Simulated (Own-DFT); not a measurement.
## Calculated data, GaP (zincblende, strongly disordered by large displacements), InAs (zincblende, strongly disordered by large displacements)

All values are calculated (Own-DFT development build). A calculation, not a measurement: plane-wave PBE density functional theory by an unreviewed code, no spin, of a simulated periodic cell, stress positive in tension, free energy of the whole cell less one offset for each atom, forces on such cells passed a denser k mesh, this cell's mesh not checked; broken bonds can close the gap or carry spin, so checks made on this kind of crystal may not hold here; offsets are fitted by least squares, one for each functional and potential file, so energies compare only between cells with the same atoms and settings and are not formation energies; the far tail of each file's local potential was reset to the Coulomb form; each entry is a single point on an unrelaxed cell, so the pressure reflects the starting lattice, mostly measured values (interpolated for alloys), from which strain is counted, and rises with the displacements; printed positions are rounded, which can move forces by about a meV/angstrom; the program, named Own-DFT, is a retired in-house code; no spin-orbit coupling.

Common to all runs: functional PBE; potential files PseudoDojo norm-conserving, scalar-relativistic, standard set; wave cutoff 42 hartree; occupations Fermi-Dirac; smearing width 0.1 eV; k mesh 3 x 3 x 3 centred on Gamma.

(1) GaP (zincblende, strongly disordered by large displacements)

```
GaP
1.0
     10.9010     0.0000     0.0000
      0.0000    10.9010     0.0000
      0.0000     0.0000    10.9010
Ga P Ga P Ga P Ga P Ga P Ga P Ga P Ga P
4 4 4 4 4 4 4 4 4 4 4 4 4 4 4 4
Direct
  0.96542 0.03404 0.06833
  0.98833 0.24601 0.28199
  0.21512 0.01849 0.23981
  0.18784 0.27687 0.02573
  0.13375 0.17080 0.17442
  0.09157 0.32472 0.41030
  0.39476 0.14342 0.41491
  0.38038 0.42669 0.11834
  0.04382 0.99607 0.48863
  0.02317 0.32125 0.76747
  0.27039 0.99329 0.75952
  0.29152 0.27376 0.48845
  0.13195 0.13552 0.56580
  0.13301 0.39319 0.89323
  0.39076 0.06990 0.87670
  0.33658 0.38986 0.64255
  0.99036 0.49883 0.97255
  0.96889 0.70533 0.27977
  0.20372 0.50747 0.28964
  0.23733 0.74180 0.98611
  0.12784 0.64047 0.11029
  0.08818 0.86951 0.36172
  0.36881 0.61160 0.36956
  0.37181 0.88555 0.11491
  0.00458 0.53280 0.49073
  0.98157 0.74540 0.77185
  0.25744 0.50637 0.78487
  0.20094 0.75733 0.50883
  0.14421 0.61497 0.68754
  0.16208 0.83943 0.83898
  0.42422 0.63243 0.86034
  0.39245 0.89501 0.62602
  0.54368 0.00421 0.97231
  0.49491 0.27787 0.26078
  0.72869 0.98781 0.30027
  0.76317 0.25942 0.05007
  0.59850 0.07984 0.13130
  0.58180 0.36026 0.41994
  0.88135 0.10312 0.35422
  0.82415 0.34857 0.19982
  0.51764 0.03567 0.49744
  0.56454 0.25206 0.76494
  0.77677 0.91877 0.72408
  0.71545 0.24408 0.47221
  0.68661 0.09763 0.62899
  0.62199 0.38843 0.87537
  0.87056 0.14185 0.87797
  0.88849 0.34531 0.63801
  0.53380 0.45832 0.02058
  0.50293 0.75487 0.25263
  0.71604 0.49167 0.28256
  0.77747 0.77157 0.03785
  0.62088 0.61751 0.06756
  0.59487 0.87647 0.44468
  0.85810 0.56735 0.37301
  0.87960 0.88468 0.14448
  0.45902 0.49861 0.52813
  0.52739 0.76678 0.73874
  0.72907 0.53964 0.77674
  0.74494 0.70808 0.47597
  0.60249 0.65829 0.60958
  0.64959 0.87276 0.89749
  0.85949 0.59858 0.88878
  0.89220 0.82583 0.61394
```

* hardware: one NVIDIA H100
* free energy of cell above offsets: 22.511 eV
* pressure: 14.22 GPa
* stress xx: -13.9 GPa
* stress yy: -14.5 GPa
* stress zz: -14.24 GPa
* stress yz: -4.05 GPa
* stress xz: -2.6 GPa
* stress xy: 1.19 GPa
* wall time: 576.6 s

Force:
```csv
element,x (eV/Å),y (eV/Å),z (eV/Å)
Ga,1.582,3.794,-3.092
Ga,-3.279,0.652,-3.408
Ga,3.984,-5.16,1.65
Ga,4.501,-1.345,1.277
P,-1.799,0.515,-1.98
P,3.893,4.503,4.294
P,-1.011,-1.181,-6.451
P,-4.495,-2.675,3.23
Ga,-4.673,-0.212,1.209
Ga,-2.459,-4.275,-2.25
Ga,-2.821,-0.647,-3.336
Ga,-4.114,2.224,1.373
P,2.096,3.564,3.956
P,2.629,1.949,0.396
P,0.566,5.377,1.665
P,1.595,-1.557,1.302
Ga,1.548,0.107,4.645
Ga,1.756,2.081,-2.542
Ga,-0.289,-0.244,-0.921
Ga,4.12,0.587,0.94
P,-2.987,-2.875,2.517
P,1.899,-3.322,-2.97
P,-0.353,1.149,0.772
P,-0.462,-0.167,0.496
Ga,3.553,-2.204,3.572
Ga,1.485,-1.552,1.267
Ga,4.462,-0.089,2.277
Ga,2.369,-1.072,0.422
P,-4.247,4.266,-4.286
P,-2.612,0.888,-1.305
P,-1.601,-0.804,1.815
P,-0.468,-0.551,-1.393
Ga,-2.75,0.311,-0.165
Ga,-1.545,-1.777,-2.823
Ga,-1.625,-1.192,-1.809
Ga,-1.935,-3.624,-4.877
P,2.239,4.102,5.168
P,-1.029,4.47,-0.672
P,-1.291,-0.992,3.223
P,3.007,1.239,0.962
Ga,0.798,0.909,4.819
Ga,-2.382,-4.975,-3.214
Ga,-3.184,3.529,3.2
Ga,5.323,-3.689,1.878
P,-1.447,1.314,0.521
P,4.143,0.27,-0.491
P,1.046,0.265,1.473
P,-2.876,2.137,-2.493
Ga,-1.326,-0.361,-0.073
Ga,-0.763,-0.1,-0.315
Ga,-5.626,-0.541,-2.402
Ga,-2.335,-3.518,-3.208
P,1.95,4.623,4.052
P,2.934,-4.909,-4.085
P,0.43,2.221,0.765
P,0.244,-1.683,4.868
Ga,0.87,1.942,-0.379
Ga,-2.402,3.547,3.358
Ga,-3.76,-2.217,-5.179
Ga,0.676,1.755,0.511
P,1.905,-5.586,-1.494
P,2.983,-3.784,-3.617
P,1.219,5.761,1.69
P,2.14,-1.172,-4.329
```

(2) GaP (zincblende, strongly disordered by large displacements)

```
GaP
1.0
     10.9010     0.0000     0.0000
      0.0000    10.9010     0.0000
      0.0000     0.0000    10.9010
Ga P Ga P Ga P Ga P Ga P Ga P Ga P Ga P
4 4 4 4 4 4 4 4 4 4 4 4 4 4 4 4
Direct
  0.98923 0.00307 0.98595
  0.99617 0.22479 0.27098
  0.25647 0.00748 0.25184
  0.25525 0.24614 0.97792
  0.13757 0.13118 0.15146
  0.14423 0.39867 0.39650
  0.39775 0.17198 0.38168
  0.36609 0.37962 0.12566
  0.00001 0.99252 0.46852
  0.98809 0.26042 0.75469
  0.24278 0.01424 0.76040
  0.23307 0.26038 0.48656
  0.12737 0.16348 0.60968
  0.16065 0.40016 0.90927
  0.37768 0.11131 0.85883
  0.37589 0.38234 0.61811
  0.98935 0.51814 0.01080
  0.98644 0.75765 0.26809
  0.24406 0.53047 0.26162
  0.21972 0.72895 0.00721
  0.10697 0.64008 0.14000
  0.14186 0.87659 0.39135
  0.38354 0.64037 0.37360
  0.38923 0.91080 0.13595
  0.99708 0.50407 0.50370
  0.01541 0.79955 0.74780
  0.23157 0.50259 0.74540
  0.23885 0.74004 0.49081
  0.11793 0.65140 0.61580
  0.15596 0.83050 0.86423
  0.39743 0.61389 0.90069
  0.37003 0.88687 0.61330
  0.50865 0.97120 0.00571
  0.50390 0.28949 0.22396
  0.74078 0.99795 0.23465
  0.73779 0.28572 0.97629
  0.60926 0.14499 0.11606
  0.64464 0.35211 0.41995
  0.88840 0.12451 0.38569
  0.86054 0.36111 0.11085
  0.51739 0.04748 0.49846
  0.50176 0.27995 0.75127
  0.75134 0.97786 0.75689
  0.75037 0.22814 0.50822
  0.64577 0.11552 0.61404
  0.60572 0.39911 0.87990
  0.89274 0.10407 0.86221
  0.87309 0.40676 0.62354
  0.49472 0.48783 0.00808
  0.47464 0.72990 0.23755
  0.73728 0.47458 0.21367
  0.74878 0.76838 0.99626
  0.64873 0.61085 0.08394
  0.62609 0.89262 0.34923
  0.87736 0.59579 0.36199
  0.87518 0.85716 0.10097
  0.48262 0.51216 0.52929
  0.49036 0.73158 0.74107
  0.77081 0.50867 0.74720
  0.79090 0.75681 0.49142
  0.60304 0.60727 0.64071
  0.60703 0.86693 0.88625
  0.87739 0.60607 0.86526
  0.84815 0.88661 0.62854
```

- hardware: one NVIDIA H100
- free energy of cell above offsets: -1.327 eV
- pressure: 10.22 GPa
- stress xx: -10.45 GPa
- stress yy: -8.94 GPa
- stress zz: -11.28 GPa
- stress yz: 2.29 GPa
- stress xz: -0.2 GPa
- stress xy: 0.53 GPa
- wall time: 567.7 s

Force:
```csv
element,x (eV/Å),y (eV/Å),z (eV/Å)
Ga,3.354,-2.425,3.632
Ga,2.253,3.87,-2.824
Ga,0.975,0.519,2.437
Ga,1.361,-2.396,1.892
P,-1.298,0.503,-3.232
P,-3.004,1.768,-3.025
P,-1.393,-1.073,-1.19
P,-2.566,1.553,-0.48
Ga,0.808,-0.147,3.617
Ga,1.294,1.034,-0.646
Ga,-1.345,-1.721,-2.938
Ga,4.868,-0.808,0.145
P,-2.776,-3.84,3.287
P,-3.818,1.219,-1.21
P,2.447,2.065,2.163
P,-3.34,-1.923,1.544
Ga,0.508,-1.799,0.372
Ga,0.172,0.39,-0.061
Ga,0.26,-1.478,-0.787
Ga,4.499,-0.974,1.424
P,-0.599,-1.149,1.276
P,-1.055,0.813,-3.171
P,-1.561,-2.606,3.141
P,-2.632,-4.326,1.876
Ga,1.779,1.052,-0.359
Ga,-4.124,-2.3,-2.924
Ga,1.549,0.858,-0.447
Ga,3.188,0.583,0.946
P,-1.451,-2.133,1.89
P,1.053,5.3,-0.189
P,-3.959,2.938,-2.445
P,0.446,-0.052,0.337
Ga,-0.188,5.332,-0.239
Ga,1.973,-1.941,3.467
Ga,1.562,1.988,-1.789
Ga,-0.499,-3.512,0.21
P,1.806,-0.954,-1.144
P,-3.643,4.878,-4.615
P,-4.446,-0.958,-0.003
P,4.185,-0.649,0.955
Ga,-3.385,-3.61,-2.88
Ga,-0.295,-2.178,-0.701
Ga,-3.454,2.943,3.149
Ga,5.009,0.596,0.011
P,0.165,-0.131,7.054
P,2.586,-0.971,-3.401
P,-3.145,3.073,-2.247
P,0.493,-5.001,-0.549
Ga,-0.359,0.321,2.648
Ga,3.853,3.392,-3.592
Ga,-0.809,0.978,3.199
Ga,-1.302,-2.985,-2.685
P,-2.005,0.463,2.474
P,-1.358,-2.529,2.828
P,-1.168,1.551,-0.27
P,2.727,3.308,3.471
Ga,0.774,-0.147,-3.965
Ga,-1.693,2.344,1.347
Ga,-5.153,-0.256,-0.262
Ga,-2.778,-1.814,-2.133
P,4.898,1.695,0.021
P,2.409,-1.779,-4.191
P,2.033,4.86,2.044
P,5.317,-1.621,-2.265
```

(3) GaP (zincblende, strongly disordered by large displacements)

```
GaP
1.0
     10.9010     0.0000     0.0000
      0.0000    10.9010     0.0000
      0.0000     0.0000    10.9010
Ga P Ga P Ga P Ga P Ga P Ga P Ga P Ga P
4 4 4 4 4 4 4 4 4 4 4 4 4 4 4 4
Direct
  0.99597 0.97649 0.04342
  0.05592 0.22644 0.27788
  0.26430 0.02636 0.25139
  0.29405 0.27826 0.98717
  0.16077 0.16159 0.11055
  0.16745 0.38287 0.39509
  0.41535 0.04326 0.35409
  0.41503 0.36852 0.14571
  0.94290 0.99883 0.49003
  0.97700 0.22427 0.74223
  0.24154 0.04174 0.72514
  0.28219 0.20693 0.51977
  0.13987 0.10595 0.58987
  0.17614 0.34887 0.86634
  0.39549 0.09789 0.86886
  0.38274 0.36783 0.64646
  0.00703 0.48174 0.06408
  0.99408 0.72092 0.24637
  0.22264 0.52485 0.29733
  0.22623 0.71528 0.00420
  0.09164 0.65674 0.11012
  0.11637 0.83398 0.36734
  0.35853 0.56161 0.41988
  0.39021 0.81881 0.07786
  0.07389 0.50217 0.52615
  0.96064 0.76310 0.77765
  0.27539 0.52347 0.73599
  0.22521 0.79643 0.50699
  0.10779 0.61949 0.65975
  0.16673 0.87003 0.93301
  0.38204 0.62610 0.91668
  0.41323 0.88340 0.61515
  0.48243 0.02349 0.00909
  0.47486 0.25289 0.27028
  0.79129 0.98542 0.27967
  0.68243 0.21581 0.97963
  0.65915 0.13909 0.15988
  0.63090 0.32525 0.32664
  0.88018 0.13809 0.31906
  0.87617 0.37872 0.13495
  0.53362 0.02779 0.51810
  0.54552 0.25211 0.83192
  0.74043 0.96187 0.75187
  0.71309 0.22053 0.49560
  0.63135 0.12488 0.63549
  0.68546 0.36280 0.83027
  0.90788 0.12788 0.87699
  0.87752 0.33089 0.63501
  0.44948 0.50752 0.03564
  0.46497 0.74447 0.25475
  0.75630 0.43602 0.26424
  0.75958 0.76716 0.00250
  0.62025 0.53806 0.07693
  0.62318 0.90177 0.34644
  0.88664 0.60762 0.35487
  0.90166 0.83193 0.09790
  0.53087 0.53486 0.46828
  0.50006 0.78034 0.73598
  0.77275 0.49950 0.74995
  0.78001 0.75883 0.49046
  0.59482 0.63673 0.61570
  0.56137 0.90604 0.85873
  0.88243 0.54172 0.88991
  0.92245 0.87496 0.63091
```

* hardware: one NVIDIA H100
* free energy of cell above offsets: 37.982 eV
* pressure: 17.85 GPa
* stress xx: -19.06 GPa
* stress yy: -15.68 GPa
* stress zz: -18.82 GPa
* stress yz: 5.95 GPa
* stress xz: -4.39 GPa
* stress xy: -4.4 GPa
* wall time: 683.3 s

Force:
```csv
element,x (eV/Å),y (eV/Å),z (eV/Å)
Ga,4.251,5.888,-3.601
Ga,0.665,2.034,-0.218
Ga,-4.736,-1.421,-3.015
Ga,3.098,-2.277,2.869
P,-0.666,-2.148,0.565
P,-1.952,-7.156,2.149
P,2.793,2.888,1.566
P,-4.864,-0.896,-1.32
Ga,2.036,2.516,-3.117
Ga,6.047,-0.151,-0.766
Ga,3.705,-3.481,4.879
Ga,3.184,3.362,-1.747
P,-6.979,-0.001,-2.411
P,-4.096,2.88,-3.526
P,-3.447,4.014,-4.399
P,1.116,-0.922,-0.488
Ga,3.501,1.382,-3.146
Ga,-1.803,3.03,3.701
Ga,-0.699,3.783,-7.112
Ga,3.926,-2.786,-0.818
P,1.248,-5.16,-0.469
P,-2.507,3.75,-3.783
P,-1.989,3.456,0.728
P,0.871,2.181,0.615
Ga,-3.347,-3.049,-3.25
Ga,1.822,-3.24,4.332
Ga,0.041,-0.806,1.543
Ga,3.959,-2.139,4.868
P,1.138,4.942,3.421
P,-3.158,6.484,-4.428
P,-1.611,2.77,-6.219
P,-5.78,2.918,-3.891
Ga,2.749,-2.584,6.691
Ga,-2.915,-6.963,1.945
Ga,-1.936,-4.726,-3.099
Ga,3.668,0.066,0.768
P,-1.321,-1.186,0.306
P,0.633,-0.944,6.377
P,1.631,3.951,3.066
P,-0.187,-5.884,-0.967
Ga,-2.182,-3.834,-2.802
Ga,-7.399,-3.083,-3.37
Ga,1.323,1.087,0.055
Ga,3.053,2.619,-2.278
P,1.511,1.011,5.912
P,0.824,-0.849,3.048
P,-3.467,-4.979,5.651
P,-2.935,4.479,-4.88
Ga,-2.031,0.006,-1.096
Ga,0.758,-0.678,1.065
Ga,2.047,6.972,-0.207
Ga,-5.31,-3.084,-3.52
P,7.755,2.483,2.4
P,-0.395,-1.78,1.572
P,-2.665,-2.438,3.534
P,-0.584,-0.819,4.776
Ga,3.934,-3.471,-0.83
Ga,0.838,-6.296,1.655
Ga,-0.569,3.418,-7.08
Ga,-0.711,-0.51,-0.437
P,4.017,0.928,2.507
P,4.069,1.201,2.402
P,3.246,3.512,3.556
P,-3.221,-0.268,-0.232
```

(4) InAs (zincblende, strongly disordered by large displacements)

```
InAs
1.0
     12.1166     0.0000     0.0000
      0.0000    12.1166     0.0000
      0.0000     0.0000    12.1166
In As In As In As In As In As In As In As In As
4 4 4 4 4 4 4 4 4 4 4 4 4 4 4 4
Direct
  0.97583 0.99921 0.02091
  0.95081 0.24716 0.25612
  0.22393 0.03026 0.24576
  0.25072 0.27379 0.00410
  0.13222 0.15583 0.13652
  0.11568 0.39613 0.36255
  0.35712 0.12695 0.38068
  0.34863 0.36105 0.13343
  0.00664 0.00718 0.51217
  0.00197 0.25247 0.73545
  0.26465 0.97528 0.74246
  0.24075 0.25202 0.47122
  0.14105 0.09631 0.63806
  0.11533 0.36667 0.88485
  0.37439 0.11029 0.86196
  0.38808 0.35092 0.61334
  0.00103 0.50907 0.98123
  0.97183 0.75753 0.24027
  0.26266 0.49784 0.26296
  0.24997 0.75938 0.00895
  0.09461 0.61028 0.12010
  0.10165 0.87118 0.38437
  0.37728 0.64305 0.38204
  0.37521 0.85243 0.09999
  0.99133 0.47991 0.48280
  0.98571 0.77246 0.76782
  0.24849 0.52404 0.75240
  0.26904 0.75222 0.51384
  0.10578 0.63006 0.62313
  0.11817 0.90122 0.86091
  0.38267 0.64503 0.87616
  0.40011 0.88802 0.62434
  0.47062 0.00308 0.00947
  0.50913 0.24658 0.24740
  0.74161 0.01787 0.24818
  0.74622 0.26622 0.00555
  0.63474 0.12321 0.10116
  0.63373 0.35715 0.36239
  0.86138 0.11700 0.34230
  0.86739 0.37195 0.09023
  0.48309 0.99880 0.50855
  0.47564 0.22907 0.75290
  0.74058 0.00565 0.75340
  0.75965 0.23776 0.49894
  0.63149 0.11018 0.61585
  0.60432 0.38097 0.89218
  0.88275 0.12283 0.88215
  0.86857 0.39121 0.62081
  0.49478 0.48792 0.00173
  0.49141 0.75643 0.26871
  0.75803 0.50631 0.25475
  0.76537 0.74136 0.99355
  0.64517 0.62248 0.10372
  0.65264 0.90872 0.39500
  0.89842 0.63876 0.35295
  0.87475 0.90443 0.13918
  0.53724 0.48472 0.50377
  0.48492 0.76664 0.72784
  0.74565 0.51306 0.76856
  0.75983 0.76920 0.49951
  0.62498 0.61221 0.60949
  0.63043 0.85990 0.89547
  0.87235 0.62268 0.89589
  0.86661 0.85914 0.61921
```

- hardware: one NVIDIA H200
- free energy of cell above offsets: -2.733 eV
- pressure: 8.59 GPa
- stress xx: -8.12 GPa
- stress yy: -8.82 GPa
- stress zz: -8.84 GPa
- stress yz: 0.75 GPa
- stress xz: -0.64 GPa
- stress xy: -1.88 GPa
- wall time: 1202 s

Force:
```csv
element,x (eV/Å),y (eV/Å),z (eV/Å)
In,4.57,3.224,-3.311
In,4.302,5.105,-3.943
In,1.22,-3.775,1.885
In,-1.899,-3.392,-3.434
As,-3.05,1.079,-2.008
As,0.486,-3.04,-1.191
As,2.988,-1.79,-1.722
As,4.591,2.478,2.774
In,-1.333,-0.751,-0.612
In,0.215,-0.683,0.494
In,-0.11,0.36,1.04
In,-1.671,1.629,2.592
As,-0.864,3.282,-1.2
As,0.378,0.724,-2.226
As,-2.356,-0.532,2.442
As,-1.213,1.819,-0.619
In,0.846,-2.693,0.442
In,4.008,3.237,-3.355
In,-0.427,1.986,-0.659
In,-5.445,-3.305,-3.337
As,2.752,2.137,1.956
As,1.724,-0.057,-0.918
As,0.095,-3.014,0.589
As,3.145,2.874,5.162
In,-0.595,2.917,1.562
In,0.351,-1.562,-0.598
In,-0.08,-1.048,-0.17
In,-2.664,0.491,0.409
As,0.469,0.245,0.108
As,-0.391,-0.848,2.578
As,-0.256,-0.836,-0.078
As,-4.813,-0.916,-0.578
In,2.133,0.138,-0.434
In,-1.278,-1.313,-0.991
In,-4.035,-2.313,-3.084
In,-2.661,-2.971,-3.47
As,-2.08,-0.5,0.784
As,1.085,1.225,0.692
As,1.718,-0.879,7.569
As,3.671,3.413,4.246
In,3.1,4.101,-4.584
In,3.349,1.933,-1.52
In,0.846,-1.479,1.306
In,-0.159,0.192,0.005
As,-0.943,1.468,0.3
As,2.183,-2.746,-3.742
As,-1.087,1.098,-1.222
As,-0.613,-1.229,0.789
In,-2.373,2.853,2.483
In,2.56,1.476,-2.128
In,-0.083,-0.229,-1.111
In,-1.187,3.492,2.361
As,-2.119,-0.772,2.474
As,-2.78,-0.885,-0.499
As,-3.811,-4.502,5.23
As,-3.128,-3.809,1.489
In,-3.007,-2.732,-2.035
In,4.455,-4.768,4.365
In,-1.065,-0.537,-0.569
In,-2.095,-4.299,-2.809
As,2.083,3.917,2.669
As,-1.347,1.545,-1.815
As,1.126,-0.006,-4.189
As,2.568,3.774,3.366
```
